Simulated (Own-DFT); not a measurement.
# What a defect does to the pressure of its cell: wurtzite GaN

Calculated, not measured: single-point runs of Own-DFT, a retired in-house plane-wave DFT program that no person has reviewed, on unrelaxed cells, without spin or spin-orbit coupling.

Common settings: PBE; PseudoDojo norm-conserving scalar-relativistic files; cutoff 42 hartree; 4 x 4 x 3 k mesh centred on Gamma; Fermi-Dirac smearing of 0.1 eV.

Known weak points (not all hold for every row): not probed for a lower state with spin; forces not confirmed at this smearing and k mesh; stress not checked against mesh or cutoff.

All runs share one cell, with vectors in Å (9.567, 0.000, 0.000); (-4.784, 8.285, 0.000); (0.000, 0.000, 10.370) and a volume of 822.0 Å³. The atoms are randomly displaced, by u rms on each axis. The defect's site can differ from row to row.

| cell | formula | u (Å) | P (GPa) |
|---|---|---|---|
| no defect | Ga36N36 | 0.0196 | 5.90 |
| no defect | Ga36N36 | 0.0205 | 5.90 |
| no defect | Ga36N36 | 0.0509 | 7.47 |
| one Ga on an N site | Ga37N35 | 0.0316 | 12.05 |
| one Ga on an N site | Ga37N35 | 0.0325 | 12.03 |
| one Ga on an N site | Ga37N35 | 0.0497 | 13.39 |
| one N on a Ga site | Ga35N37 | 0.0281 | 5.43 |
| one N on a Ga site | Ga35N37 | 0.0287 | ? |
| one N on a Ga site | Ga35N37 | 0.0494 | 6.82 |
| one N on a Ga site | Ga35N37 | 0.0519 | 6.80 |

## Working it out

P = P0 + c u² + a shift for each defect gives P0 = 5.55 GPa, c = 776 ± 47 GPa/Å² and a scatter of 0.12 GPa. The shifts, and each times the cell's volume:

- one Ga on an N site: 5.77 ± 0.10 GPa, 29.6 eV
- one N on a Ga site: -0.73 ± 0.11 GPa, -3.7 eV

A positive shift means that the defect pushes the cell outwards. Shift times volume (160.2 GPa Å³ is 1 eV) depends little on the cell's size, so, taken for each site, it can be compared between cells at like pressure. The atoms around the defects weren't relaxed, which would change these numbers.

## Check

Question: what pressure belongs in the blank (one N on a Ga site, u = 0.0287 Å)?

The fitted form gives 5.46 ± 0.15 GPa. The calculation gave 5.45 GPa.
